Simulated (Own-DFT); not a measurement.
# From a pressure shift to a lattice shift: C11b WSi2, 30 atoms (Si20W10)

Calculated, not measured: single-point runs of Own-DFT, a retired in-house plane-wave DFT program that no person has reviewed, on unrelaxed cells, without spin or spin-orbit coupling.

Keep in mind: forces on such cells failed a check on a denser k mesh; stress not checked against mesh or cutoff.

Each geometry was run with PBE and with PBEsol, otherwise alike: PseudoDojo norm-conserving scalar-relativistic files made for PBE; cutoff 50 hartree; 5 x 5 x 5 k mesh centred on Gamma; cold (Marzari-Vanderbilt) smearing of 0.2 eV. Unstrained cell vectors in Å: (-2.149, -5.953, 3.409); (-6.444, 2.976, 1.136); (-2.553, -2.948, -6.757). Each has a uniform strain, of which the change of volume is shown, and random moves of rms u per axis.

| run | volume change (%) | u (Å) | P with PBE (GPa) | P with PBEsol (GPa) |
|---|---|---|---|---|
| 1 | 2.08 | 0.0555 | 1.27 | -2.69 |
| 2 | 3.10 | 0.0504 | -0.92 | -4.85 |
| 3 | -0.03 | 0.0479 | 6.34 | 2.25 |
| 4 | 0.44 | 0.0503 | 4.92 | 0.86 |
| 5 | 1.35 | 0.0482 | 2.57 | -1.44 |
| 6 | 1.16 | 0.0459 | 2.88 | -1.15 |
| 7 | 1.41 | 0.0515 | 3.15 | -0.85 |
| 8 | -1.23 | 0.0531 | 9.79 | 5.63 |
| 9 | 1.54 | 0.0507 | 2.34 | -1.69 |
| 10 | -1.35 | 0.0509 | 9.67 | 5.51 |
| 11 | -1.23 | 0.0540 | 8.95 | ? |

Q: by how much does PBEsol shrink this cell, and what belongs in the blank?

## Answer

Write v for the change of volume as a fraction. Fitted to v and u², the PBE pressure has a slope of -247 ± 7 GPa in v, with the ions held to the strained lattice. The difference PBEsol less PBE is -4.09 + 5.4 v GPa (slope ± 0.3) and averages -4.04 GPa. Divided by the mean slope of the two, 245 GPa, that makes PBEsol's volume at a given pressure, near 2 GPa, about 1.7 % smaller, or 0.55 % in lengths. At one volume PBEsol's slope is the smaller by 5 GPa, but its pressure there is lower too. If stiffness rises by about 4 GPa for each GPa, PBEsol at equal pressure is stiffer by about 11 GPa. Files made for PBEsol would give a different shift.

For run 11 the line gives 4.79 GPa. DFT gave 4.80 GPa.
